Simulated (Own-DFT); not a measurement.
# A layer strained by its substrate: diamond-structure GeSn with randomly placed atoms, 64 atoms (Ge52Sn12)

Everything here is calculated. The program is Own-DFT (plane waves, in-house, since retired, never reviewed by a person); positions were held fixed, and spin and spin-orbit coupling were off.

All runs used: PBE; PseudoDojo norm-conserving scalar-relativistic files; cutoff 49 hartree; 3 x 3 x 3 k mesh centred on Gamma; Fermi-Dirac smearing of 0.1 eV.

Caveats: forces on such cells moved up to 12 meV/angstrom on a denser k mesh; stress not checked against mesh or cutoff.

Unstrained cell vectors in Å: (11.628, 0.000, 0.000); (0.000, 11.628, 0.000); (0.000, 0.000, 11.628). The unstrained cell has measured lattice constants (interpolated for alloys), not those of this functional. That, the random moves and any unrelaxed bonds set the pressure at no strain. Each run strains x and y alike by e, as a substrate would, and holds the height along z. All atoms carry random offsets, Gaussian with a width of 0.05 Å per axis. The random placing of the alloy's atoms differs from row to row. Stress is positive in tension.

```
e (%),u (Å),(s_xx + s_yy)/2 (GPa),s_zz (GPa)
-3.00,0.052,-11.22,-9.61
-2.75,0.055,-11.17,-9.27
-2.50,0.046,-10.35,-8.90
-1.00,0.050,?,?
-0.50,0.048,-6.14,-5.89
0.25,0.052,-5.00,-5.19
1.25,0.052,-3.49,-4.03
2.00,0.053,-2.44,-3.52
2.25,0.049,-2.22,-3.26
2.50,0.048,-1.70,-2.89
```

## Working it out

With e as a fraction, the in-plane stress is -5.4 + 170 e - 1069 e² GPa (errors 3 and 217, scatter 0.18), and s_zz is -5.4 + 117 e - 841 e² GPa (slope ± 2, scatter 0.10). At e = 0 the first slope is C11 + C12 and the second 2 C12, both with the ions held to the strained lattice and at the cell's own pressure. The term in e² is negative: the layer stiffens under compression and softens under tension. A free layer would change its height as e changes, and the in-plane slope would drop by 2 C12²/C11 to the biaxial modulus. At fixed height, a misfit of 1 % moves the in-plane stress by about 1.7 GPa and s_zz by 1.2 GPa.

## The run left out

Question: what are the two stresses at e = -1.00 %?

The fitted form gives -7.2 and -6.7 GPa. The calculation gave -6.94 and -6.28 GPa. That is outside the usual scatter, by luck or through something left out of the fit.
